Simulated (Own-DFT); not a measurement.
Simulation results for SiC (twinned 3C silicon carbide, atoms displaced), SiC (4H silicon carbide, atoms displaced), Si3N4 (beta silicon nitride, strained, atoms displaced)

All values are calculated (Own-DFT development build). A calculation, not a measurement: plane-wave PBE density functional theory by an unreviewed code, no spin, of a simulated periodic cell, stress positive in tension, free energy of the whole cell less one offset for each atom, forces on such cells passed a denser k mesh, this cell's mesh not checked; offsets are fitted by least squares, one for each functional and potential file, so energies compare only between cells with the same atoms and settings and are not formation energies; the far tail of each file's local potential was reset to the Coulomb form; each entry is a single point on an unrelaxed cell, so the pressure reflects the starting lattice, mostly measured values (interpolated for alloys), from which strain is counted, and rises with the displacements; printed positions are rounded, which can move forces by about a meV/angstrom; the program, named Own-DFT, is a retired in-house code; no spin-orbit coupling.

Common to all runs: functional PBE; potential files PseudoDojo norm-conserving, scalar-relativistic, standard set; wave cutoff 42 hartree; occupations Fermi-Dirac; smearing width 0.1 eV.

(1) SiC (twinned 3C silicon carbide, atoms displaced)

```cif
# cell vector a (Å): 4.3596 -4.3596 0.0000
# cell vector b (Å): 0.0000 4.3596 -4.3596
# cell vector c (Å): 8.7192 8.7192 8.7192
data_SiC
_symmetry_space_group_name_H-M 'P 1'
_symmetry_Int_Tables_number 1
_cell_length_a 6.1654
_cell_length_b 6.1654
_cell_length_c 15.1021
_cell_angle_alpha 90.000
_cell_angle_beta 90.000
_cell_angle_gamma 120.000
_cell_volume 497.15
loop_
_atom_site_label
_atom_site_type_symbol
_atom_site_fract_x
_atom_site_fract_y
_atom_site_fract_z
_atom_site_occupancy
Si1 Si 0.99174 0.99739 0.43129 1
C1 C 0.98573 0.98101 0.05823 1
Si2 Si 0.17751 0.33137 0.09721 1
C2 C 0.13308 0.33034 0.22733 1
Si3 Si 0.30380 0.14828 0.27778 1
C3 C 0.32090 0.18410 0.39694 1
Si4 Si 0.98534 0.47619 0.45025 1
C4 C 0.02360 0.52535 0.06862 1
Si5 Si 0.16508 0.83302 0.09251 1
C5 C 0.14681 0.83310 0.23400 1
Si6 Si 0.34859 0.65801 0.28105 1
C6 C 0.33627 0.68454 0.40318 1
Si7 Si 0.53622 0.01129 0.44048 1
C7 C 0.50084 0.02749 0.06652 1
Si8 Si 0.63580 0.30720 0.10136 1
C8 C 0.64327 0.33035 0.23025 1
Si9 Si 0.80026 0.13487 0.27522 1
C9 C 0.83404 0.14417 0.40145 1
Si10 Si 0.50242 0.52424 0.44368 1
C10 C 0.51613 0.49770 0.05918 1
Si11 Si 0.70118 0.85325 0.11977 1
C11 C 0.65107 0.85086 0.22811 1
Si12 Si 0.82625 0.63927 0.25895 1
C12 C 0.84768 0.66427 0.39114 1
Si13 Si 0.01863 0.00170 0.94293 1
C13 C 0.00625 0.02438 0.55583 1
Si14 Si 0.80425 0.65754 0.60375 1
C14 C 0.83758 0.66639 0.72371 1
Si15 Si 0.65363 0.81974 0.78323 1
C15 C 0.67120 0.85109 0.89782 1
Si16 Si 0.99168 0.45724 0.93388 1
C16 C 0.98045 0.46858 0.56183 1
Si17 Si 0.79812 0.14153 0.59880 1
C17 C 0.83417 0.14096 0.72457 1
Si18 Si 0.66549 0.34128 0.76429 1
C18 C 0.67119 0.34379 0.88221 1
Si19 Si 0.51967 0.01302 0.93994 1
C19 C 0.44309 0.97004 0.56311 1
Si20 Si 0.34812 0.65151 0.59985 1
C20 C 0.35894 0.70476 0.74174 1
Si21 Si 0.20604 0.84052 0.78336 1
C21 C 0.12513 0.81624 0.90351 1
Si22 Si 0.51780 0.51748 0.93404 1
C22 C 0.48864 0.50668 0.55682 1
Si23 Si 0.34561 0.17167 0.60799 1
C23 C 0.32557 0.16089 0.71454 1
Si24 Si 0.16053 0.33814 0.77390 1
C24 C 0.12362 0.28736 0.88625 1
```

Here we set k mesh 5 x 5 x 2 centred on Gamma.

Results for SiC (twinned 3C silicon carbide, atoms displaced): free energy of cell above offsets 10.961 eV; pressure 12.22 GPa; stress xx -8.54 GPa; stress yy -16.57 GPa; stress zz -11.54 GPa; stress yz -0.36 GPa; stress xz -1.59 GPa; stress xy -3.95 GPa.

Force:
| element | x (eV/Å) | y (eV/Å) | z (eV/Å) |
| --- | --- | --- | --- |
| Si | 4.015 | -2.71 | 3.4 |
| C | 2.789 | 1.968 | -1.297 |
| Si | 0.876 | 2.756 | 0.625 |
| C | 1.874 | -1.533 | 0.897 |
| Si | -0.251 | 0.167 | -2.736 |
| C | 2.376 | -1.101 | 0.192 |
| Si | -2.255 | -2.463 | -5.444 |
| C | -4.937 | -4.595 | 3.702 |
| Si | 3.999 | 3.002 | 0.354 |
| C | 0.327 | -3.508 | -1.014 |
| Si | -4.446 | 1.676 | -0.253 |
| C | -0.476 | -1.008 | 0.683 |
| Si | -5.313 | 4.831 | 1.847 |
| C | -3.906 | -7.244 | 4.526 |
| Si | 7.749 | 4.279 | -4.422 |
| C | -2.306 | -2.202 | 2.384 |
| Si | 3.323 | 2.912 | -5.214 |
| C | -1.543 | 0.936 | -4.988 |
| Si | -2.715 | -5.01 | -1.664 |
| C | -0.619 | 2.23 | -1.063 |
| Si | -6.526 | -2.309 | -2.071 |
| C | 0.595 | -1.611 | 5.446 |
| Si | 2.977 | 3.909 | 0.416 |
| C | -1.183 | 1.202 | 1.328 |
| Si | -3.956 | 1.681 | -0.01 |
| C | -0.762 | -0.462 | 2.773 |
| Si | 3.102 | -1.925 | -2.697 |
| C | 1.338 | 1.74 | 1.287 |
| Si | 1.918 | -4.591 | -4.601 |
| C | 1.468 | 0.16 | 2.558 |
| Si | 0.58 | 4.464 | -2.189 |
| C | 2.522 | 3.925 | 1.064 |
| Si | 2.361 | -0.196 | 1.257 |
| C | -0.02 | 2.602 | -0.806 |
| Si | -1.18 | -3.023 | -0.37 |
| C | 1.202 | 2.048 | 3.111 |
| Si | -1.774 | 2.151 | -0.148 |
| C | 2.881 | -3.381 | -1.511 |
| Si | -2.256 | 7.712 | 0.425 |
| C | -4.016 | -5.278 | 3.098 |
| Si | -5.311 | 4.772 | -2.707 |
| C | 2.737 | -6.246 | 0.067 |
| Si | -0.389 | -0.017 | 1.146 |
| C | 3.411 | -2.383 | 3.914 |
| Si | -6.923 | -1.528 | -3.39 |
| C | 6.488 | 6.146 | 4.806 |
| Si | -3.119 | -3.797 | -2.293 |
| C | 5.272 | 0.851 | -0.421 |

(2) SiC (4H silicon carbide, atoms displaced)

```cif
# cell vector a (Å): 6.1654 0.0000 0.0000
# cell vector b (Å): -3.0827 5.3394 0.0000
# cell vector c (Å): 0.0000 0.0000 10.0681
data_SiC
_symmetry_space_group_name_H-M 'P 1'
_symmetry_Int_Tables_number 1
_cell_length_a 6.1654
_cell_length_b 6.1654
_cell_length_c 10.0681
_cell_angle_alpha 90.000
_cell_angle_beta 90.000
_cell_angle_gamma 120.000
_cell_volume 331.44
loop_
_atom_site_label
_atom_site_type_symbol
_atom_site_fract_x
_atom_site_fract_y
_atom_site_fract_z
_atom_site_occupancy
Si1 Si 0.96328 0.96835 0.40169 1
Si2 Si 0.17760 0.33427 0.17264 1
C1 C 0.01244 0.99618 0.08425 1
C2 C 0.17243 0.32786 0.36432 1
Si3 Si 0.05022 0.51946 0.41177 1
Si4 Si 0.17087 0.85982 0.16495 1
C3 C 0.01285 0.50253 0.08323 1
C4 C 0.17954 0.82176 0.34033 1
Si5 Si 0.46718 0.95606 0.40436 1
Si6 Si 0.67200 0.33626 0.15952 1
C5 C 0.51460 0.99313 0.08930 1
C6 C 0.65244 0.33034 0.35191 1
Si7 Si 0.51561 0.51086 0.41544 1
Si8 Si 0.69992 0.83095 0.15974 1
C7 C 0.51026 0.51333 0.09689 1
C8 C 0.65251 0.84584 0.33490 1
Si9 Si 0.98020 0.97917 0.89547 1
Si10 Si 0.83686 0.64822 0.66379 1
C9 C 0.98924 0.97063 0.57677 1
C10 C 0.83241 0.66298 0.85466 1
Si11 Si 0.03043 0.53015 0.91081 1
Si12 Si 0.83779 0.15616 0.65265 1
C11 C 0.01062 0.49781 0.57545 1
C12 C 0.83441 0.16858 0.83301 1
Si13 Si 0.48649 0.99494 0.89708 1
Si14 Si 0.34898 0.65041 0.67057 1
C13 C 0.49190 0.02182 0.58930 1
C14 C 0.32923 0.68766 0.83376 1
Si15 Si 0.53524 0.52880 0.90491 1
Si16 Si 0.33933 0.18470 0.65826 1
C15 C 0.48931 0.50255 0.59781 1
C16 C 0.34026 0.16650 0.84737 1
```

Settings of this run: hardware one NVIDIA H100 and k mesh 5 x 5 x 3 centred on Gamma.

The calculation gives: free energy of cell above offsets 4.734 eV; pressure 9.69 GPa; stress xx -9.74 GPa; stress yy -5.91 GPa; stress zz -13.41 GPa; stress yz -0.59 GPa; stress xz 2.37 GPa; stress xy 0.16 GPa; wall time 119.9 s.

Force:
| element | x (eV/Å) | y (eV/Å) | z (eV/Å) |
| --- | --- | --- | --- |
| Si | 2.691 | 2.467 | 0.299 |
| Si | -0.614 | 1.068 | -2.649 |
| C | -1.109 | 1.773 | 1.657 |
| C | 1.319 | -1.411 | -2.867 |
| Si | -4.558 | -2.914 | -3.651 |
| Si | 4.444 | -2.906 | -3.457 |
| C | -0.296 | 0.251 | 4.589 |
| C | -5.587 | -0.295 | -1.023 |
| Si | 1.567 | 7.846 | 2.921 |
| Si | 0.765 | -0.542 | -0.628 |
| C | -0.888 | 0.83 | 0.557 |
| C | 2.277 | -0.106 | -1.223 |
| Si | -0.317 | -1.443 | -1.432 |
| Si | -3.876 | 0.69 | -2.439 |
| C | 0.568 | -1.364 | -0.531 |
| C | 2.877 | -2.606 | 1.374 |
| Si | 0.985 | 5.325 | 1.443 |
| Si | 0.228 | 0.699 | -2.436 |
| C | -0.449 | 0.822 | 4.494 |
| C | 3.585 | 0.254 | -3.608 |
| Si | -1.037 | -3.963 | -0.885 |
| Si | -1.202 | 0.294 | -2.741 |
| C | 0.009 | -0.419 | 8.211 |
| C | 0.31 | 0.152 | 1.616 |
| Si | 2.765 | 2.622 | 2.418 |
| Si | -4.932 | 3.364 | -5.415 |
| C | 2.892 | -2.598 | 0.513 |
| C | 2.492 | -1.855 | 3.771 |
| Si | -5.668 | -4.664 | 2.928 |
| Si | -0.358 | -3.159 | -0.647 |
| C | 3.805 | 0.07 | 0.057 |
| C | -2.687 | 1.719 | -1.217 |

(3) SiC (4H silicon carbide, atoms displaced)

```cif
# cell vector a (Å): 12.3308 0.0000 0.0000
# cell vector b (Å): -6.1654 10.6788 0.0000
# cell vector c (Å): 0.0000 0.0000 10.0681
data_SiC
_symmetry_space_group_name_H-M 'P 1'
_symmetry_Int_Tables_number 1
_cell_length_a 12.3308
_cell_length_b 12.3308
_cell_length_c 10.0681
_cell_angle_alpha 90.000
_cell_angle_beta 90.000
_cell_angle_gamma 120.000
_cell_volume 1325.75
loop_
_atom_site_label
_atom_site_type_symbol
_atom_site_fract_x
_atom_site_fract_y
_atom_site_fract_z
_atom_site_occupancy
Si1 Si 0.99769 0.99914 0.40852 1
Si2 Si 0.07943 0.15873 0.16172 1
C1 C 0.00102 0.00085 0.09994 1
C2 C 0.08127 0.16077 0.33866 1
Si3 Si 0.00249 0.25365 0.40687 1
Si4 Si 0.08211 0.41250 0.15946 1
C3 C 0.99815 0.24787 0.09151 1
C4 C 0.08375 0.41720 0.34519 1
Si5 Si 0.00272 0.50075 0.40456 1
Si6 Si 0.09288 0.67692 0.15181 1
C5 C 0.00181 0.50165 0.08785 1
C6 C 0.07931 0.66404 0.34093 1
Si7 Si 0.99933 0.75361 0.40325 1
Si8 Si 0.08937 0.91895 0.15992 1
C7 C 0.00290 0.75387 0.09475 1
C8 C 0.08185 0.91675 0.34234 1
Si9 Si 0.24487 0.99936 0.40652 1
Si10 Si 0.33930 0.16555 0.15440 1
C9 C 0.24856 0.00235 0.09723 1
C10 C 0.33356 0.16600 0.34067 1
Si11 Si 0.24882 0.24948 0.40683 1
Si12 Si 0.33339 0.41798 0.16042 1
C11 C 0.25047 0.25008 0.09309 1
C12 C 0.33843 0.42270 0.34442 1
Si13 Si 0.25366 0.50408 0.40135 1
Si14 Si 0.33205 0.66747 0.15615 1
C13 C 0.24808 0.49989 0.09032 1
C14 C 0.33278 0.66449 0.34581 1
Si15 Si 0.25023 0.74800 0.40844 1
Si16 Si 0.33156 0.91669 0.15511 1
C15 C 0.25434 0.75393 0.09319 1
C16 C 0.33150 0.91374 0.34317 1
Si17 Si 0.49824 0.00257 0.40158 1
Si18 Si 0.58419 0.16753 0.15972 1
C17 C 0.50108 0.00142 0.09186 1
C18 C 0.57899 0.16477 0.34163 1
Si19 Si 0.50370 0.25551 0.40322 1
Si20 Si 0.57922 0.41665 0.15420 1
C19 C 0.50180 0.24702 0.09674 1
C20 C 0.58603 0.41849 0.34290 1
Si21 Si 0.50289 0.50377 0.40286 1
Si22 Si 0.57989 0.66433 0.15789 1
C21 C 0.50335 0.50005 0.08986 1
C22 C 0.58546 0.66782 0.34501 1
Si23 Si 0.49951 0.75522 0.40498 1
Si24 Si 0.58475 0.91284 0.15592 1
C23 C 0.49804 0.74937 0.09469 1
C24 C 0.58110 0.91551 0.34117 1
Si25 Si 0.75043 0.00048 0.40903 1
Si26 Si 0.82849 0.16649 0.15836 1
C25 C 0.74576 0.00134 0.09235 1
C26 C 0.83884 0.16594 0.34529 1
Si27 Si 0.75047 0.25409 0.40364 1
Si28 Si 0.83583 0.41618 0.16014 1
C27 C 0.75033 0.25227 0.09368 1
C28 C 0.83414 0.41463 0.34179 1
Si29 Si 0.74816 0.49985 0.40522 1
Si30 Si 0.82335 0.66193 0.15874 1
C29 C 0.74907 0.50071 0.08957 1
C30 C 0.82950 0.66490 0.35046 1
Si31 Si 0.74398 0.74498 0.40148 1
Si32 Si 0.83179 0.91825 0.15403 1
C31 C 0.74667 0.75385 0.09897 1
C32 C 0.83295 0.91813 0.34697 1
Si33 Si 0.99720 0.00602 0.90366 1
Si34 Si 0.91759 0.83292 0.65296 1
C33 C 0.00140 0.00226 0.58971 1
C34 C 0.91932 0.83817 0.84454 1
Si35 Si 0.99904 0.75408 0.90768 1
Si36 Si 0.91517 0.57893 0.65407 1
C35 C 0.00110 0.75157 0.59889 1
C36 C 0.91747 0.58499 0.84525 1
Si37 Si 0.00299 0.49944 0.90897 1
Si38 Si 0.92288 0.34064 0.66118 1
C37 C 0.99688 0.50112 0.59345 1
C38 C 0.91314 0.33202 0.84611 1
Si39 Si 0.00382 0.25219 0.90438 1
Si40 Si 0.91806 0.08369 0.65959 1
C39 C 0.00393 0.25548 0.59123 1
C40 C 0.92105 0.08274 0.83874 1
Si41 Si 0.74727 0.00078 0.90843 1
Si42 Si 0.67220 0.83736 0.65506 1
C41 C 0.75075 0.99948 0.59352 1
C42 C 0.66712 0.83203 0.84357 1
Si43 Si 0.74943 0.74963 0.90747 1
Si44 Si 0.66297 0.58110 0.65679 1
C43 C 0.74799 0.74805 0.59617 1
C44 C 0.66546 0.58477 0.84495 1
Si45 Si 0.75126 0.50053 0.90561 1
Si46 Si 0.66490 0.33114 0.65474 1
C45 C 0.74801 0.50245 0.59189 1
C46 C 0.66902 0.33686 0.84365 1
Si47 Si 0.74690 0.24883 0.90343 1
Si48 Si 0.66843 0.08164 0.65520 1
C47 C 0.74978 0.25142 0.59350 1
C48 C 0.66590 0.08370 0.84097 1
Si49 Si 0.49886 0.99297 0.90788 1
Si50 Si 0.41521 0.83352 0.65775 1
C49 C 0.49964 0.00318 0.59842 1
C50 C 0.41841 0.83341 0.84774 1
Si51 Si 0.50376 0.74845 0.90329 1
Si52 Si 0.41680 0.58577 0.65301 1
C51 C 0.49832 0.74573 0.59353 1
C52 C 0.41590 0.58773 0.84529 1
Si53 Si 0.49746 0.49886 0.90916 1
Si54 Si 0.41496 0.33145 0.65971 1
C53 C 0.50007 0.50314 0.59550 1
C54 C 0.41776 0.33369 0.84331 1
Si55 Si 0.49847 0.24878 0.91099 1
Si56 Si 0.41617 0.08413 0.65534 1
C55 C 0.49598 0.25240 0.58860 1
C56 C 0.41599 0.08295 0.84603 1
Si57 Si 0.25183 0.99882 0.90219 1
Si58 Si 0.16233 0.83117 0.65179 1
C57 C 0.25061 0.99699 0.59652 1
C58 C 0.16350 0.83195 0.84084 1
Si59 Si 0.25193 0.74985 0.90606 1
Si60 Si 0.17105 0.58581 0.65434 1
C59 C 0.25026 0.75100 0.59589 1
C60 C 0.16826 0.58769 0.84193 1
Si61 Si 0.25744 0.50328 0.90383 1
Si62 Si 0.16260 0.33037 0.65706 1
C61 C 0.24440 0.49595 0.58918 1
C62 C 0.16804 0.33023 0.84295 1
Si63 Si 0.25237 0.25355 0.90879 1
Si64 Si 0.16943 0.08408 0.65669 1
C63 C 0.24462 0.24881 0.59008 1
C64 C 0.16406 0.08363 0.84178 1
```

Here we set hardware one NVIDIA H200 and k mesh 3 x 3 x 3 centred on Gamma.

It finds free energy of cell above offsets -18.666 eV; pressure 3.78 GPa; stress xx -2.67 GPa; stress yy -3.81 GPa; stress zz -4.87 GPa; stress yz 0.09 GPa; stress xz 0.09 GPa; stress xy -0.18 GPa; wall time 543 s.

Force:
| element | x (eV/Å) | y (eV/Å) | z (eV/Å) |
| --- | --- | --- | --- |
| Si | 0.064 | -0.034 | -0.858 |
| Si | -0.017 | 2.071 | -2.028 |
| C | -0.293 | -1.12 | -1.665 |
| C | -0.224 | 1.584 | 2.449 |
| Si | 0.665 | -0.967 | -0.349 |
| Si | -0.508 | 0.648 | -1.41 |
| C | 0.147 | -0.426 | 0.631 |
| C | 0.58 | 0.233 | -0.345 |
| Si | -0.846 | -0.129 | 0.265 |
| Si | -1.461 | -2.271 | 0.383 |
| C | 0.386 | 0.165 | 2.293 |
| C | 0.692 | 1.014 | 0.385 |
| Si | 0.362 | -1.127 | 0.861 |
| Si | -1.896 | -0.442 | -0.998 |
| C | -0.712 | -0.365 | 0.251 |
| C | -0.148 | 0.164 | 0.89 |
| Si | 1.404 | 0.18 | 0.121 |
| Si | -1.992 | 0.434 | 0.383 |
| C | 1.402 | -0.435 | -1.353 |
| C | 0.009 | 0.45 | 0.79 |
| Si | 0.242 | 0.031 | -1.06 |
| Si | 0.039 | -0.383 | -1.372 |
| C | 0.274 | -0.023 | 0.851 |
| C | -0.353 | -1.119 | 0.102 |
| Si | -0.319 | -1.378 | 1.099 |
| Si | 0.297 | -0.382 | -0.096 |
| C | 0.573 | 0.113 | 0.867 |
| C | -0.201 | 1.253 | -0.758 |
| Si | -0.776 | 0.195 | -0.365 |
| Si | 0.616 | 0.822 | 0.166 |
| C | 0.09 | -0.153 | -0.358 |
| C | -0.511 | 0.314 | 0.213 |
| Si | 0.173 | -0.939 | 1.212 |
| Si | 0.56 | -0.46 | -1.254 |
| C | 0.185 | -0.488 | 0.865 |
| C | 0.848 | 1.136 | 0.772 |
| Si | -0.968 | -1.316 | 0.156 |
| Si | 1.819 | -0.302 | 0.069 |
| C | -0.447 | 1.045 | -0.475 |
| C | -0.811 | 0.193 | -0.517 |
| Si | 0.079 | -0.491 | 1.384 |
| Si | 0.076 | 0.597 | -0.318 |
| C | -1.606 | 0.023 | 1.253 |
| C | -1.798 | -0.282 | -0.684 |
| Si | 0.771 | -1.34 | 0.561 |
| Si | -1.546 | 0.667 | -0.243 |
| C | 0.47 | -0.566 | -0.402 |
| C | 0.271 | 1.118 | 0.705 |
| Si | 0.029 | -0.134 | -0.737 |
| Si | 1.186 | 0.307 | -0.507 |
| C | 1.081 | -0.034 | 0.268 |
| C | -1.832 | 0.354 | 0.07 |
| Si | 0.698 | -1.607 | 0.72 |
| Si | -0.468 | 0.922 | -1.892 |
| C | -0.236 | -0.391 | 0.058 |
| C | -0.415 | 1.055 | 0.768 |
| Si | 0.907 | -0.015 | 0.428 |
| Si | 1.602 | 1.323 | -0.153 |
| C | -0.036 | -0.684 | 1.277 |
| C | 0.447 | 0.197 | -1.39 |
| Si | 1.047 | 1.917 | 1.787 |
| Si | 0.36 | 0.539 | 1.089 |
| C | 0.503 | -0.954 | -0.948 |
| C | -0.237 | -0.878 | -0.607 |
| Si | 2.702 | -1.605 | 1.403 |
| Si | -0.723 | 0.338 | 0.782 |
| C | 0.174 | -0.41 | 1.085 |
| C | -0.835 | -0.369 | -0.051 |
| Si | 0.519 | -0.521 | -0.239 |
| Si | -1.141 | 1.441 | 0.989 |
| C | -0.509 | -1.044 | -1.974 |
| C | 0.211 | -0.22 | -0.222 |
| Si | -0.924 | 0.499 | -1.248 |
| Si | -0.877 | -1.426 | -1.011 |
| C | 1.644 | 0.265 | -0.517 |
| C | 1.176 | 0.305 | -0.125 |
| Si | -0.707 | -0.46 | 0.418 |
| Si | 0.078 | 0.47 | -1.945 |
| C | -1.026 | -1.222 | 0.855 |
| C | -2.803 | 1.137 | 1.339 |
| Si | 0.716 | 0.007 | -1.038 |
| Si | -0.668 | -1.505 | 0.242 |
| C | 0.058 | 0.54 | 0.248 |
| C | -0.033 | 0.871 | 0.104 |
| Si | 0.507 | 0.379 | -0.063 |
| Si | 0.271 | 0.812 | 0.34 |
| C | 0.32 | 0.288 | -0.954 |
| C | 0.146 | -0.568 | 0.204 |
| Si | -0.181 | 0.558 | -0.385 |
| Si | -0.468 | 0.717 | 0.085 |
| C | 0.567 | -1.032 | 0.147 |
| C | -0.7 | -1.071 | 0.012 |
| Si | 0.107 | 0.279 | 0.56 |
| Si | -0.864 | 0.777 | -0.146 |
| C | 0.689 | -0.167 | -0.18 |
| C | 0.163 | -0.38 | 0.6 |
| Si | -0.563 | 2.038 | -0.317 |
| Si | 0.59 | 0.299 | -0.03 |
| C | 0.772 | -0.695 | -1.4 |
| C | 0.179 | -0.933 | -0.803 |
| Si | -1 | 0.851 | 0.891 |
| Si | -0.336 | -1.294 | 0.462 |
| C | -0.266 | 2.226 | -0.278 |
| C | 1.616 | -0.954 | -0.879 |
| Si | 0.523 | 0.63 | -1.534 |
| Si | -0.783 | 0.83 | -1.343 |
| C | -0.142 | -1.098 | -0.595 |
| C | -0.181 | -0.064 | 0.89 |
| Si | 0.744 | 0.193 | -0.918 |
| Si | -0.025 | 0.346 | 0.384 |
| C | 1.068 | -0.526 | 0.783 |
| C | 0.704 | 0.109 | -0.303 |
| Si | -1.497 | -0.051 | 0.601 |
| Si | 1.007 | 0.343 | 1.356 |
| C | -0.694 | 0.596 | -0.92 |
| C | 0.96 | 0.211 | 0.561 |
| Si | -0.878 | 0.5 | -0.385 |
| Si | -1.097 | -0.523 | 0.248 |
| C | 0 | -0.088 | -0.633 |
| C | 0.9 | -1.232 | 0.229 |
| Si | -2.351 | -0.872 | 0.182 |
| Si | 0.894 | 0.745 | -0.383 |
| C | 0.975 | 0.79 | 0.529 |
| C | -0.451 | 1.507 | 0.022 |
| Si | 0.179 | -1.382 | -0.382 |
| Si | -0.693 | -0.298 | -0.282 |
| C | 1.155 | 0.225 | 0.859 |
| C | 0.808 | 0.456 | 0.77 |

(4) Si3N4 (beta silicon nitride, strained, atoms displaced)

```cif
# cell vector a (Å): 7.7508 0.0448 -0.0888
# cell vector b (Å): -3.8366 6.4440 0.0733
# cell vector c (Å): -0.1018 0.0383 8.8117
data_Si3N4
_symmetry_space_group_name_H-M 'P 1'
_symmetry_Int_Tables_number 1
_cell_length_a 7.7514
_cell_length_b 7.5000
_cell_length_c 8.8124
_cell_angle_alpha 88.887
_cell_angle_beta 91.317
_cell_angle_gamma 120.441
_cell_volume 441.56
loop_
_atom_site_label
_atom_site_type_symbol
_atom_site_fract_x
_atom_site_fract_y
_atom_site_fract_z
_atom_site_occupancy
Si1 Si 0.17664 0.77041 0.08181 1
Si2 Si 0.23342 0.39426 0.08378 1
Si3 Si 0.58130 0.81917 0.08495 1
Si4 Si 0.83160 0.22612 0.25417 1
Si5 Si 0.77111 0.59631 0.25383 1
Si6 Si 0.39427 0.15936 0.24282 1
N1 N 0.33317 0.02431 0.08331 1
N2 N 0.94922 0.29436 0.08588 1
N3 N 0.70172 0.66402 0.07891 1
N4 N 0.66509 0.96761 0.24576 1
N5 N 0.03142 0.70578 0.26227 1
N6 N 0.31755 0.34644 0.25574 1
N7 N 0.33469 0.66612 0.08914 1
N8 N 0.66215 0.32897 0.24921 1
Si7 Si 0.16974 0.76848 0.41729 1
Si8 Si 0.22531 0.39682 0.41706 1
Si9 Si 0.60681 0.83821 0.41532 1
Si10 Si 0.83516 0.24980 0.57675 1
Si11 Si 0.77027 0.59340 0.58588 1
Si12 Si 0.39662 0.16550 0.57618 1
N9 N 0.34620 0.03718 0.42543 1
N10 N 0.96247 0.29031 0.41280 1
N11 N 0.70330 0.67051 0.41616 1
N12 N 0.67724 0.96465 0.57341 1
N13 N 0.02064 0.69096 0.57761 1
N14 N 0.30208 0.33923 0.57902 1
N15 N 0.32837 0.66832 0.41615 1
N16 N 0.65863 0.32948 0.58102 1
Si13 Si 0.16903 0.76967 0.75312 1
Si14 Si 0.23833 0.40076 0.74962 1
Si15 Si 0.59333 0.81957 0.75235 1
Si16 Si 0.83679 0.22738 0.91261 1
Si17 Si 0.76203 0.59891 0.90813 1
Si18 Si 0.40794 0.16664 0.91698 1
N17 N 0.33854 0.03261 0.75764 1
N18 N 0.96600 0.29281 0.74052 1
N19 N 0.69345 0.67316 0.75388 1
N20 N 0.67059 0.98294 0.91915 1
N21 N 0.02628 0.70203 0.92018 1
N22 N 0.30960 0.34040 0.90844 1
N23 N 0.32477 0.66404 0.74662 1
N24 N 0.66720 0.34208 0.91720 1
```

It was run with k mesh 3 x 3 x 3 centred on Gamma.

The calculation gives: free energy of cell above offsets -2.731 eV; pressure 5.04 GPa; stress xx 3.09 GPa; stress yy -10.63 GPa; stress zz -7.6 GPa; stress yz -2.03 GPa; stress xz -4.95 GPa; stress xy 1.3 GPa.

Force:
| element | x (eV/Å) | y (eV/Å) | z (eV/Å) |
| --- | --- | --- | --- |
| Si | -0.841 | -3.329 | 1.494 |
| Si | -2.078 | 1.324 | -0.326 |
| Si | 3.071 | 0.975 | -0.745 |
| Si | -4.368 | 0.298 | -2.314 |
| Si | -0.342 | -0.969 | -0.958 |
| Si | 2.295 | 3.746 | 3.335 |
| N | -0.595 | 0.898 | -0.737 |
| N | 5.017 | 1.768 | -0.535 |
| N | -1.81 | 1.668 | 0.716 |
| N | 0.226 | -0.41 | 0.225 |
| N | -0.59 | 0.058 | -3.965 |
| N | -0.184 | -2.382 | -1.319 |
| N | -1.911 | -1.56 | -0.755 |
| N | 0.733 | -0.788 | 0.189 |
| Si | 2.44 | 0.103 | 1.692 |
| Si | -1.042 | 2.789 | -0.98 |
| Si | -1.398 | -3.821 | -1.187 |
| Si | -1.928 | -3.04 | 0.396 |
| Si | -2.059 | -0.012 | -0.854 |
| Si | 0.774 | 3.766 | 4.657 |
| N | -1.211 | -3.468 | -4.689 |
| N | 2.497 | 1.293 | 1.144 |
| N | -0.456 | 0.541 | 0.22 |
| N | -0.359 | 2.467 | 3.753 |
| N | 1.163 | 1.192 | 2.189 |
| N | 1.665 | -2.101 | 1.582 |
| N | 0.802 | -0.19 | -0.07 |
| N | 0.675 | 0.232 | 0.427 |
| Si | 0.61 | -1.179 | -0.426 |
| Si | -3.231 | 1.066 | -2.558 |
| Si | -3.375 | 2.869 | -1.314 |
| Si | -3.034 | 3.159 | -0.555 |
| Si | 1.962 | -0.758 | 3.88 |
| Si | 1.135 | 3.371 | 0.23 |
| N | -0.943 | -1.077 | -2.831 |
| N | 1.955 | 0.906 | 1.986 |
| N | 1.849 | -0.786 | -2.775 |
| N | -0.4 | -5.166 | -0.781 |
| N | 0.11 | 0.282 | -1.113 |
| N | 1.027 | -2.119 | 3.76 |
| N | 0.918 | 0.691 | 0.551 |
| N | 1.227 | -2.309 | -0.64 |
